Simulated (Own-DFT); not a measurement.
AlGa₃N₄ (wurtzite random alloy, strained, atoms displaced) (calculated)

All values are calculated (Own-DFT development build). A calculation, not a measurement: plane-wave PBE density functional theory by an unreviewed code, no spin, of a simulated periodic cell, stress positive in tension, free energy of the whole cell less one offset for each atom, forces on such cells passed a denser k mesh, this cell's mesh not checked; offsets are fitted by least squares, one for each functional and potential file, so energies compare only between cells with the same atoms and settings and are not formation energies; the far tail of each file's local potential was reset to the Coulomb form; each entry is a single point on an unrelaxed cell, so the pressure reflects the starting lattice, mostly measured values, from which strain is counted, and rises with the displacements; printed positions are rounded, which can move forces by about a meV/angstrom; the program is a retired in-house code; no spin-orbit coupling.

Settings shared by all entries: functional PBE; potential files PseudoDojo norm-conserving, scalar-relativistic, standard set with the stringent files for Ga; wave cutoff 96 hartree; occupations Gaussian; smearing width 0.01 eV; k mesh 4 x 4 x 3 centred on Gamma.

(1) AlGa₃N₄ (wurtzite random alloy, strained, atoms displaced)

```
CELL_PARAMETERS angstrom
9.43790 0.00000 0.00000
-4.71900 8.17350 0.00000
0.00000 0.00000 10.26850
ATOMIC_POSITIONS crystal
Ga 0.11242 0.22648 0.99070
Ga 0.22421 0.11733 0.24467
N 0.11377 0.22031 0.18831
N 0.22266 0.11558 0.42383
Ga 0.10848 0.21390 0.50417
Ga 0.22400 0.11020 0.74893
N 0.10800 0.23016 0.68828
N 0.21475 0.10118 0.93436
Al 0.11651 0.56474 0.99174
Al 0.22536 0.45011 0.24717
N 0.11952 0.56450 0.19019
N 0.22783 0.44845 0.44623
Ga 0.11183 0.55222 0.49719
Ga 0.22720 0.45057 0.75438
N 0.11670 0.55503 0.68568
N 0.22385 0.44727 0.93297
Ga 0.11257 0.89105 0.99310
Ga 0.21530 0.77493 0.25324
N 0.11010 0.88142 0.18769
N 0.22913 0.77827 0.43316
Al 0.11015 0.88431 0.49830
Ga 0.23158 0.78614 0.75314
N 0.11062 0.87768 0.68883
N 0.22847 0.77620 0.94202
Ga 0.44144 0.21523 0.00597
Ga 0.56042 0.11258 0.25185
N 0.44550 0.22470 0.18199
N 0.55632 0.10234 0.44476
Ga 0.43893 0.23004 0.50341
Al 0.56032 0.11228 0.74860
N 0.44885 0.22153 0.68452
N 0.54972 0.11414 0.93107
Ga 0.44241 0.55972 0.00285
Ga 0.55719 0.44683 0.25380
N 0.44485 0.55381 0.19279
N 0.54871 0.44243 0.44250
Ga 0.43782 0.55246 0.50444
Al 0.56828 0.44708 0.75065
N 0.45224 0.56419 0.69119
N 0.56084 0.44556 0.93976
Al 0.45119 0.89411 0.99793
Ga 0.55275 0.76879 0.24968
N 0.43591 0.88781 0.18529
N 0.55346 0.76799 0.43760
Al 0.44493 0.88919 0.50261
Ga 0.54901 0.76772 0.75485
N 0.43668 0.88049 0.68508
N 0.55867 0.77685 0.93952
Ga 0.78566 0.22929 0.99497
Ga 0.89793 0.12035 0.25388
N 0.76906 0.21829 0.19332
N 0.89465 0.11430 0.44245
Ga 0.77315 0.21281 0.50095
Ga 0.88372 0.11280 0.75101
N 0.76810 0.22486 0.69195
N 0.88983 0.11373 0.94156
Al 0.78148 0.55635 0.00804
Ga 0.88388 0.44653 0.25248
N 0.77777 0.54098 0.18285
N 0.89711 0.45530 0.44439
Ga 0.78190 0.55626 0.49801
Al 0.88544 0.44453 0.73918
N 0.77039 0.54810 0.69221
N 0.87607 0.42911 0.93638
Ga 0.78349 0.89008 0.00054
Ga 0.88829 0.77661 0.25425
N 0.78568 0.90103 0.18658
N 0.87888 0.77524 0.43286
Ga 0.77540 0.89279 0.49173
Ga 0.88427 0.77250 0.74814
N 0.77391 0.88813 0.68761
N 0.88410 0.77431 0.93640
```

| Property | Result |
| --- | --- |
| free energy of cell above offsets | -8.799 eV |
| pressure | 10.22 GPa |
| stress xx | -10.43 GPa |
| stress yy | -10.76 GPa |
| stress zz | -9.48 GPa |
| stress yz | 0.83 GPa |
| stress xz | 0.07 GPa |
| stress xy | -0.39 GPa |

Force:
```
element  x (eV/Å)  y (eV/Å)  z (eV/Å)
     Ga     0.433    -0.477     1.214
     Ga     0.958    -1.464    -0.829
      N    -0.947      2.44    -0.956
      N     0.245    -1.694     3.152
     Ga     0.548     1.596    -0.394
     Ga    -0.376     0.121    -0.568
      N     1.053    -1.146     0.675
      N     0.143     2.065     0.079
     Al    -0.601    -1.966     1.213
     Al    -0.225    -0.732     0.935
      N    -0.038    -2.698    -1.552
      N    -0.984    -1.832     -2.56
     Ga     0.871     1.234     0.799
     Ga     0.307    -0.104    -1.868
      N    -1.952     0.074     0.909
      N    -0.788     0.583     2.018
     Ga    -0.064    -1.803     1.466
     Ga     1.124     1.081    -0.763
      N    -1.319     1.216    -0.608
      N    -1.017     0.773     2.255
     Al     0.283     0.297    -0.559
     Ga     -0.55    -1.999     0.131
      N    -1.378     1.306    -1.539
      N     0.022      0.77    -0.487
     Ga    -0.353     1.205    -2.233
     Ga    -1.796    -1.553     0.444
      N     0.255    -0.043     2.417
      N    -1.238     0.561     -0.65
     Ga     1.057    -1.821    -0.873
     Al    -1.656    -1.121    -0.077
      N    -0.198     0.498     1.544
      N     1.524    -1.526     0.107
     Ga     1.385    -0.906    -0.265
     Ga     0.187    -0.808     -0.38
      N    -0.618    -0.805    -0.699
      N     1.306     0.921     -0.72
     Ga     1.048     0.823      0.54
     Al    -2.844    -1.169     1.134
      N     1.003    -3.237    -0.063
      N    -0.251     0.217    -0.272
     Al     -0.16     0.013     0.565
     Ga    -0.612     2.367    -0.051
      N     1.422     0.205     -0.55
      N    -1.217     1.612     0.165
     Al     0.283    -1.194    -0.682
     Ga     0.223     2.459    -0.308
      N     1.783     2.251    -0.064
      N    -1.038     1.123     0.688
     Ga    -1.261    -2.942     1.856
     Ga    -0.793    -0.329    -0.602
      N     2.232     1.329    -0.888
      N    -0.694    -0.029    -0.654
     Ga     -0.06     1.477     0.382
     Ga     0.264     -0.28     -0.09
      N     1.346     0.205    -0.594
      N     0.088      -0.5    -0.811
     Al    -0.398    -0.764    -2.476
     Ga     2.722     -1.03     0.394
      N    -2.292     2.301     0.823
      N    -0.627    -2.167    -0.966
     Ga    -1.598    -0.068     0.825
     Al     1.206     0.216     1.402
      N     1.659     0.899    -1.279
      N     0.832     5.518    -1.405
     Ga    -0.538     0.186     0.093
     Ga     0.019     0.241     -2.25
      N    -0.128    -1.552     0.776
      N     1.929      0.58     1.904
     Ga    -0.213    -0.937     1.402
     Ga    -0.188     0.539     0.071
      N     0.254     0.283    -0.282
      N     0.993    -0.894     0.494
```

(2) AlGa₃N₄ (wurtzite random alloy, strained, atoms displaced)

```
CELL_PARAMETERS angstrom
9.43790 0.00000 0.00000
-4.71900 8.17350 0.00000
0.00000 0.00000 10.26850
ATOMIC_POSITIONS crystal
Ga 0.10902 0.21592 0.00789
Al 0.22071 0.10382 0.25078
N 0.11096 0.21489 0.18908
N 0.23214 0.12069 0.43296
Al 0.11351 0.22593 0.50030
Ga 0.21994 0.10081 0.75139
N 0.10807 0.21633 0.68511
N 0.23031 0.11093 0.94495
Al 0.10880 0.55813 0.99714
Ga 0.22296 0.44391 0.24979
N 0.11166 0.56339 0.19208
N 0.22035 0.44632 0.44017
Ga 0.10961 0.55932 0.50444
Ga 0.22842 0.43810 0.74483
N 0.11339 0.56174 0.69225
N 0.22171 0.44863 0.93848
Al 0.09330 0.87500 0.99608
Ga 0.21665 0.78053 0.25344
N 0.11605 0.89731 0.19360
N 0.21893 0.77592 0.43033
Ga 0.10176 0.89101 0.49213
Al 0.21815 0.76746 0.75123
N 0.10027 0.89269 0.69436
N 0.22426 0.77978 0.94963
Ga 0.44798 0.22491 0.00046
Ga 0.55372 0.10992 0.24813
N 0.44805 0.21438 0.19482
N 0.54157 0.10535 0.44968
Ga 0.45028 0.22166 0.50258
Ga 0.55767 0.11667 0.74874
N 0.44498 0.22835 0.69874
N 0.56107 0.12184 0.93874
Ga 0.44581 0.55412 0.99299
Ga 0.55218 0.44182 0.24156
N 0.44683 0.55206 0.19769
N 0.55103 0.44715 0.43150
Ga 0.45004 0.56115 0.50309
Al 0.55819 0.43975 0.75299
N 0.44966 0.55843 0.68646
N 0.55835 0.44983 0.93676
Al 0.44977 0.88542 0.99946
Ga 0.55842 0.77929 0.25731
N 0.44144 0.88816 0.18259
N 0.55522 0.78039 0.43916
Ga 0.43637 0.88356 0.49899
Al 0.54813 0.77367 0.75989
N 0.44206 0.88391 0.69140
N 0.55715 0.78378 0.94194
Ga 0.78259 0.23135 0.99821
Ga 0.89358 0.11821 0.24824
N 0.77917 0.22475 0.18740
N 0.90256 0.11850 0.44511
Ga 0.78093 0.22022 0.49214
Ga 0.88239 0.10999 0.75775
N 0.77527 0.21247 0.68091
N 0.88793 0.11783 0.93498
Ga 0.78344 0.55943 0.99622
Ga 0.88184 0.43544 0.25182
N 0.76722 0.55443 0.18256
N 0.89099 0.44396 0.43950
Ga 0.77380 0.56003 0.50477
Al 0.89176 0.43514 0.75079
N 0.77259 0.55197 0.68515
N 0.89930 0.45414 0.95132
Ga 0.79199 0.90316 0.99800
Ga 0.89546 0.77193 0.24674
N 0.77156 0.88619 0.19154
N 0.88952 0.77830 0.43657
Ga 0.78453 0.89202 0.50450
Ga 0.87729 0.77691 0.75026
N 0.77845 0.89577 0.68742
N 0.88556 0.78386 0.93260
```

| Item | Value |
| --- | --- |
| free energy of cell above offsets | -9.162 eV |
| pressure | 9.83 GPa |
| stress xx | -10.71 GPa |
| stress yy | -10.51 GPa |
| stress zz | -8.27 GPa |
| stress yz | -0.91 GPa |
| stress xz | 0.15 GPa |
| stress xy | 0.11 GPa |

Force:
```
element  x (eV/Å)  y (eV/Å)  z (eV/Å)
     Ga     0.652     1.115    -1.728
     Al     0.426     2.035     0.142
      N     0.665     0.472     0.757
      N    -1.505    -0.609     0.544
     Al      1.27     0.466     0.076
     Ga    -0.537     2.043     0.843
      N     0.035     0.237     0.079
      N    -1.787    -1.568    -0.302
     Al     2.223     0.863     1.756
     Ga     -0.45     0.486     0.303
      N     -0.03    -1.596    -1.482
      N     0.245    -0.425     0.607
     Ga      0.52    -0.319    -0.803
     Ga    -0.814     0.001     0.604
      N     -0.44    -1.758     0.246
      N    -0.447    -0.575     0.053
     Al     2.648     2.292     0.851
     Ga     1.515    -0.096    -1.907
      N    -0.868    -1.113    -2.185
      N    -0.677     0.353     2.642
     Ga     2.056     1.074     1.405
     Al    -0.562     2.612      0.94
      N     2.084    -2.669    -1.286
      N    -0.571    -0.203    -1.735
     Ga     0.023    -0.015     0.829
     Ga     1.102    -1.262     0.983
      N    -2.597     0.847    -1.248
      N     3.139    -0.072    -1.964
     Ga    -2.162     1.767     0.549
     Ga     0.018    -1.082     0.155
      N     0.112      -0.4      -1.2
      N     0.868    -1.705    -0.045
     Ga    -0.776     0.696     1.842
     Ga     0.291    -0.833     1.444
      N    -1.521     0.829    -2.115
      N     1.213    -0.299     1.015
     Ga    -0.632    -0.656    -1.054
     Al     -0.87      1.11    -0.384
      N     0.943     0.191     1.773
      N     0.815    -0.441    -0.687
     Al    -1.732     1.334     0.522
     Ga    -1.015    -0.451    -1.325
      N     0.572    -0.099       0.5
      N     0.539     0.595     0.885
     Ga     0.334    -0.055     0.757
     Al     0.582     0.694     -1.58
      N    -0.686    -0.436     0.668
      N     0.845     -0.25    -0.904
     Ga    -0.564    -0.699     0.689
     Ga    -0.081    -1.452     1.009
      N     0.015    -0.988     0.012
      N    -0.638    -0.853    -1.473
     Ga    -0.828    -0.314     0.686
     Ga     1.247     0.293    -2.394
      N    -0.392     2.195     1.233
      N     0.701     0.399     1.621
     Ga    -1.279     0.054     0.502
     Ga     0.122      2.29    -0.115
      N     2.047     0.131     0.186
      N    -1.204     0.221     0.112
     Ga     0.286    -1.124    -1.696
     Al     -0.79     0.695    -0.391
      N     0.944    -0.733      2.29
      N    -0.544    -0.732    -3.204
     Ga    -1.957     -1.34     1.518
     Ga    -1.892     0.433     0.293
      N     1.694     1.051    -0.758
      N    -0.909    -0.608    -0.304
     Ga     -1.07     0.285    -0.885
     Ga     0.576    -0.173    -1.058
      N    -1.343    -1.563     1.238
      N     0.803    -0.593     1.052
```

(3) AlGa₃N₄ (wurtzite random alloy, strained, atoms displaced)

```
CELL_PARAMETERS angstrom
9.43790 0.00000 0.00000
-4.71900 8.17350 0.00000
0.00000 0.00000 10.26850
ATOMIC_POSITIONS crystal
Ga 0.10232 0.21942 0.99964
Al 0.21684 0.10430 0.25101
N 0.10331 0.21445 0.18908
N 0.21982 0.10370 0.44162
Ga 0.11969 0.22338 0.50620
Al 0.21993 0.10874 0.73803
N 0.11677 0.23035 0.70178
N 0.23116 0.11142 0.94234
Ga 0.11063 0.56457 0.00464
Ga 0.22267 0.43836 0.24763
N 0.10638 0.55717 0.18865
N 0.22010 0.43977 0.44456
Al 0.11817 0.55674 0.49536
Ga 0.21563 0.44063 0.74356
N 0.11397 0.55025 0.68190
N 0.22612 0.44293 0.94561
Ga 0.10644 0.88658 0.00558
Ga 0.22935 0.77838 0.24346
N 0.11541 0.89870 0.18692
N 0.21801 0.77180 0.44388
Ga 0.11379 0.89238 0.50148
Ga 0.22453 0.76544 0.75069
N 0.12347 0.89262 0.68984
N 0.22098 0.77897 0.94553
Al 0.44942 0.21923 0.00045
Ga 0.55468 0.11469 0.24788
N 0.44464 0.22223 0.19407
N 0.55520 0.11843 0.44240
Ga 0.44743 0.22197 0.50317
Ga 0.56262 0.11077 0.75443
N 0.44855 0.23771 0.69093
N 0.55936 0.11699 0.94186
Ga 0.45317 0.55707 0.99823
Ga 0.55696 0.44401 0.25074
N 0.46101 0.57316 0.18335
N 0.54500 0.43536 0.45058
Ga 0.45097 0.55310 0.49784
Ga 0.55181 0.45079 0.75025
N 0.44831 0.56485 0.68777
N 0.55085 0.43844 0.94001
Al 0.44893 0.88820 0.00327
Ga 0.55122 0.78391 0.25459
N 0.44738 0.88391 0.19265
N 0.57052 0.78143 0.43970
Ga 0.44773 0.89005 0.50062
Ga 0.56249 0.77246 0.75161
N 0.44678 0.88842 0.68641
N 0.55449 0.78443 0.94139
Ga 0.78235 0.23261 0.00444
Al 0.88899 0.10089 0.24062
N 0.78412 0.23267 0.18618
N 0.87502 0.10458 0.43516
Al 0.78433 0.23738 0.50377
Ga 0.89281 0.11058 0.75528
N 0.77675 0.22690 0.68748
N 0.90748 0.12864 0.93857
Ga 0.77603 0.55840 0.99578
Ga 0.87872 0.44685 0.25095
N 0.78123 0.54664 0.18602
N 0.89282 0.44232 0.43849
Al 0.77444 0.55352 0.50340
Ga 0.88849 0.43875 0.75717
N 0.78033 0.55701 0.67955
N 0.88849 0.44658 0.93775
Ga 0.78104 0.88424 0.00856
Ga 0.88091 0.76684 0.25451
N 0.78618 0.89457 0.18900
N 0.89058 0.77680 0.43920
Al 0.77647 0.88647 0.50297
Ga 0.86691 0.77540 0.74437
N 0.78055 0.88486 0.69631
N 0.89275 0.78578 0.93749
```

| Property | Result |
| --- | --- |
| free energy of cell above offsets | -7.678 eV |
| pressure | 10.8 GPa |
| stress xx | -10.48 GPa |
| stress yy | -13.71 GPa |
| stress zz | -8.21 GPa |
| stress yz | -0.75 GPa |
| stress xz | -0.97 GPa |
| stress xy | 1.7 GPa |

Force:
```
element  x (eV/Å)  y (eV/Å)  z (eV/Å)
     Ga      5.05     1.801     1.028
     Al     0.031     1.515     0.201
      N     1.219     0.135     0.707
      N    -0.049     1.599    -1.376
     Ga    -1.707    -1.111    -0.497
     Al     1.324     0.574      2.63
      N     0.615    -3.229    -2.167
      N    -0.518     0.168    -1.047
     Ga     1.302    -1.578    -0.501
     Ga    -0.403     0.612    -0.045
      N     0.707    -0.543      0.83
      N     0.365     1.036    -1.011
     Al    -0.996    -0.503     0.309
     Ga     1.411     2.249     2.495
      N    -1.426      0.14    -0.315
      N    -0.802     1.069    -0.892
     Ga     0.757     1.477     -1.42
     Ga    -1.814    -0.141     1.536
      N     0.037    -1.776     1.454
      N      0.92     0.365    -1.232
     Ga     0.389    -1.749     0.649
     Ga    -0.875     1.409     0.303
      N    -1.353    -0.512     0.115
      N     1.415     0.887    -0.677
     Al    -1.659     0.089     0.229
     Ga     1.177    -0.145      1.02
      N    -1.392    -0.239    -1.287
      N      2.03    -0.562    -0.583
     Ga    -0.871    -1.002     0.813
     Ga    -1.737    -0.034    -0.488
      N    -0.056    -2.552     0.083
      N     0.408    -1.408     0.594
     Ga    -1.613     0.003    -0.013
     Ga    -0.561     0.232     0.459
      N    -0.366    -2.077     1.334
      N     2.642     1.651    -2.379
     Ga    -1.975     1.208     0.613
     Ga     0.981    -0.169     0.145
      N    -0.423    -1.408    -0.315
      N     1.039     0.056     -0.08
     Al    -1.201     0.624     -0.27
     Ga     2.858    -0.471     0.515
      N    -1.242     2.191    -1.962
      N     -1.45    -0.746     0.257
     Ga    -0.124      0.14    -0.238
     Ga    -2.266     1.562     0.667
      N     0.719     0.062     0.961
      N      1.11    -0.089    -0.223
     Ga     0.495    -1.001    -0.602
     Al    -1.436     2.535     2.345
      N       0.6    -2.265     0.917
      N     0.753     0.412     0.586
     Al     0.312    -2.545    -0.809
     Ga    -0.781     0.449    -0.506
      N     1.248    -0.835    -0.325
      N    -4.603    -3.298    -0.578
     Ga     0.178    -0.043     0.002
     Ga     3.829    -1.167     1.468
      N     -3.37     2.185    -0.843
      N      -0.9     1.559     0.685
     Al     0.775     -0.04    -1.246
     Ga    -0.208     1.458    -1.579
      N    -0.207    -0.257     1.638
      N    -0.037     0.865     0.436
     Ga    -1.142     1.254    -1.355
     Ga     0.765     1.156    -0.441
      N    -0.615    -1.642     0.465
      N    -1.215    -0.844     0.984
     Al     1.027     1.362    -0.339
     Ga     7.023    -2.162     1.925
      N    -3.715     3.532    -3.266
      N    -0.405     -1.48    -0.494
```
